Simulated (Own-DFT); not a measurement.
# How strain changes the stress of zincblende GaAs, 64 atoms (As32Ga32)

These are calculations, not measurements. They come from Own-DFT, an in-house plane-wave density functional program, since retired, whose code no person has reviewed. Each row is one single-point run on a periodic cell that was not relaxed, without spin or spin-orbit coupling.

Settings of every run: PBE; PseudoDojo norm-conserving scalar-relativistic files; cutoff 42 hartree; 3 x 3 x 3 k mesh centred on Gamma; Fermi-Dirac smearing of 0.1 eV.

Known limits: forces not confirmed at this smearing and k mesh; stress not checked against mesh or cutoff.

Unstrained cell vectors in Å: (11.307, 0.000, 0.000); (0.000, 11.307, 0.000); (0.000, 0.000, 11.307). The unstrained cell has measured lattice constants (interpolated for alloys), not those of this functional. That, the random moves and any unrelaxed bonds set the pressure at no strain. Each run strains this cell uniformly, with the atoms carried along. Every atom was also moved at random, by a Gaussian of width 0.05 Å on each axis. Strain is the symmetric tensor, in per cent. Stress is positive in tension, and the pressure is minus a third of its trace.

| run | e_xx (%) | e_yy (%) | e_zz (%) | e_yz (%) | e_xz (%) | e_xy (%) | s_xx (GPa) | s_yy (GPa) | s_zz (GPa) | s_yz (GPa) | s_xz (GPa) | s_xy (GPa) | P (GPa) | E (meV/atom) |
|---|---|---|---|---|---|---|---|---|---|---|---|---|---|---|
| 1 | -1.70 | 0.34 | -0.83 | 0.36 | 0.80 | 0.24 | -6.51 | -5.24 | -6.03 | 0.46 | 1.69 | 0.55 | 5.93 | 30.6 |
| 2 | 1.22 | -1.32 | -1.24 | -0.38 | 0.14 | -0.20 | -4.08 | -5.56 | -5.51 | -0.86 | 0.60 | 0.29 | 5.05 | 18.4 |
| 3 | -0.35 | 0.51 | -0.57 | -1.38 | -1.81 | 0.52 | -4.72 | -4.21 | -4.87 | -2.38 | -3.11 | 0.40 | 4.60 | 22.1 |
| 4 | 1.84 | 0.06 | -1.65 | 1.69 | -0.80 | 0.62 | -2.98 | -4.12 | -4.92 | 3.00 | -1.60 | 1.36 | 4.01 | 16.9 |
| 5 | -1.95 | 1.89 | -0.12 | 1.13 | 0.96 | 0.24 | -5.03 | -2.89 | -4.18 | 1.53 | 0.75 | -0.10 | 4.03 | 4.4 |
| 6 | -0.85 | -1.70 | -0.33 | -0.81 | -0.70 | -1.31 | -6.34 | -6.84 | -6.07 | -1.41 | -1.76 | -2.24 | 6.42 | 28.1 |
| 7 | -0.04 | 1.19 | -1.47 | 0.85 | 1.93 | 0.73 | -4.43 | -3.52 | -5.17 | 1.33 | 3.23 | 1.00 | 4.38 | 12.9 |
| 8 | 1.64 | 0.99 | 0.02 | -0.95 | 1.60 | 0.41 | -1.71 | -2.18 | -2.69 | -1.87 | 2.11 | 0.91 | 2.19 | 0.0 |
| 9 | 1.94 | -0.14 | 1.72 | -0.62 | -0.75 | 1.75 | -1.15 | -2.19 | -1.29 | -1.05 | -0.52 | 1.84 | 1.55 | 0.0 |
| 10 | 1.71 | -0.09 | -0.68 | 1.41 | -0.97 | 0.75 | -2.54 | -3.61 | -3.92 | 2.33 | -0.92 | 0.43 | 3.35 | 9.8 |
| 11 | 1.87 | 0.64 | -1.90 | -1.24 | 0.59 | -0.23 | -2.77 | -3.45 | -4.85 | -2.19 | -0.06 | -0.58 | 3.69 | 16.2 |
| 12 | 0.75 | 1.57 | -0.87 | 0.96 | -0.71 | -0.90 | -2.95 | -2.49 | -3.77 | 1.12 | -1.68 | -1.96 | 3.07 | 10.3 |
| 13 | -1.26 | 1.76 | -0.57 | -0.35 | -0.87 | 1.22 | -5.03 | -3.21 | -4.57 | -0.68 | -1.65 | 2.01 | 4.27 | 20.6 |
| 14 | 0.56 | 1.10 | -1.18 | 0.59 | -0.17 | 1.36 | -3.68 | -3.27 | -4.52 | 0.47 | -0.18 | 2.56 | 3.83 | 15.1 |
| 15 | 1.10 | -1.34 | 1.65 | 1.79 | -1.14 | 0.68 | ? | ? | ? | ? | ? | ? | ? | ? |

E is the free energy for each atom above the lowest run shown.

## Worked fit

Each stress component was fitted by least squares to a constant and the strains of the runs shown, as fractions, with shears doubled. Shear strains stay in the fit of a normal stress only where such slopes are resolved. The slopes, in GPa:

```
stress  at no strain  per e_xx  per e_yy  per e_zz  scatter
  s_xx          -4.2   114 ± 3    57 ± 4    57 ± 5     0.15
  s_yy          -4.1    55 ± 3   115 ± 3    58 ± 4     0.12
  s_zz          -4.2    59 ± 2    59 ± 3   110 ± 3     0.10
```

Each shear stress against twice its own strain: yz 84 ± 3, xz 82 ± 6, xy 88 ± 9 GPa. These are stiffnesses along x, y and z of the frame in which the cell vectors are given, which need not be the crystal's axes. The atoms are held to the strained lattice; where symmetry lets them move under strain, relaxing them would lower some slopes. The table should be nearly symmetric about its diagonal, and what it lacks of that shows the noise. A ninth of its sum, 76 ± 2 GPa, estimates the bulk modulus near the mean pressure of these runs, 4.0 GPa, so it lies above the value at zero pressure.

## Withheld run

Question: what normal stresses and pressure should run 15 give?

The fit gives s_xx = -2.7, s_yy = -4.1, s_zz = -2.5 and P = 3.1 GPa. The calculation gave -2.76, -4.05, -2.51 and P = 3.10 GPa.
